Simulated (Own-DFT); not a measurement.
# Point defects and the pressure they add: zincblende GaP

Everything here is calculated. The program is Own-DFT (plane waves, in-house, since retired, never reviewed by a person); positions were held fixed, and spin and spin-orbit coupling were off.

Common settings: PBE; PseudoDojo norm-conserving scalar-relativistic files; cutoff 42 hartree; 2 x 3 x 3 k mesh centred on Gamma; Fermi-Dirac smearing of 0.1 eV.

Known weak points (not all hold for every row): not probed for a lower state with spin; forces on such cells failed a check on a denser k mesh; forces on such cells moved up to 12 meV/angstrom on a denser k mesh; forces on such cells passed a denser k mesh, each cell not checked; stress not checked against mesh or cutoff.

All runs share one cell, with vectors in Å (16.352, 0.000, 0.000); (0.000, 10.901, 0.000); (0.000, 0.000, 10.901) and a volume of 1943.1 Å³. u is the rms random offset of the atoms per axis. The defect's site can differ from row to row.

```
cell,formula,u (Å),P (GPa)
no defect,Ga48P48,0.0195,2.72
no defect,Ga48P48,0.0503,3.30
no defect,Ga48P48,0.0530,3.30
one P on a Ga site,Ga47P49,0.0293,2.90
one P on a Ga site,Ga47P49,0.0489,3.22
one P on a Ga site,Ga47P49,0.0531,3.42
one Ga on a P site,Ga49P47,0.0284,3.14
one Ga on a P site,Ga49P47,0.0303,3.16
one Ga on a P site,Ga49P47,0.0502,3.50
two P vacancies,Ga48P46,0.0297,2.45
two P vacancies,Ga48P46,0.0491,2.84
two P vacancies,Ga48P46,0.0524,2.86
two P on a Ga site each,Ga46P50,0.0313,2.95
two P on a Ga site each,Ga46P50,0.0321,2.99
two P on a Ga site each,Ga46P50,0.0509,3.24
two P on a Ga site each,Ga46P50,0.0509,?
```

## Fit

P = P0 + c u² + a shift for each defect gives P0 = 2.67 GPa, c = 230 ± 13 GPa/Å² and a scatter of 0.04 GPa. The shifts, and each times the cell's volume:

- one Ga on a P site: 0.27 ± 0.04 GPa, 3.3 eV
- one P on a Ga site: 0.04 ± 0.04 GPa, 0.5 eV (not resolved)
- two P on a Ga site each: 0.04 ± 0.04 GPa, 0.5 eV (0.2 eV for each of its 2 sites) (not resolved)
- two P vacancies: -0.41 ± 0.04 GPa, -5.0 eV (-2.5 eV for each of its 2 sites)

Positive is outwards. The product with the volume (160.2 GPa Å³ to the eV) is nearly free of the cell's size; divided by the bulk modulus at the cell's pressure it gives the volume that the defect adds. The atoms around the defects weren't relaxed, which would change these numbers.

## Prediction

Question: what pressure belongs in the blank (two P on a Ga site each, u = 0.0509 Å)?

From the fit: 3.30 ± 0.05 GPa. The hidden result is 3.32 GPa.
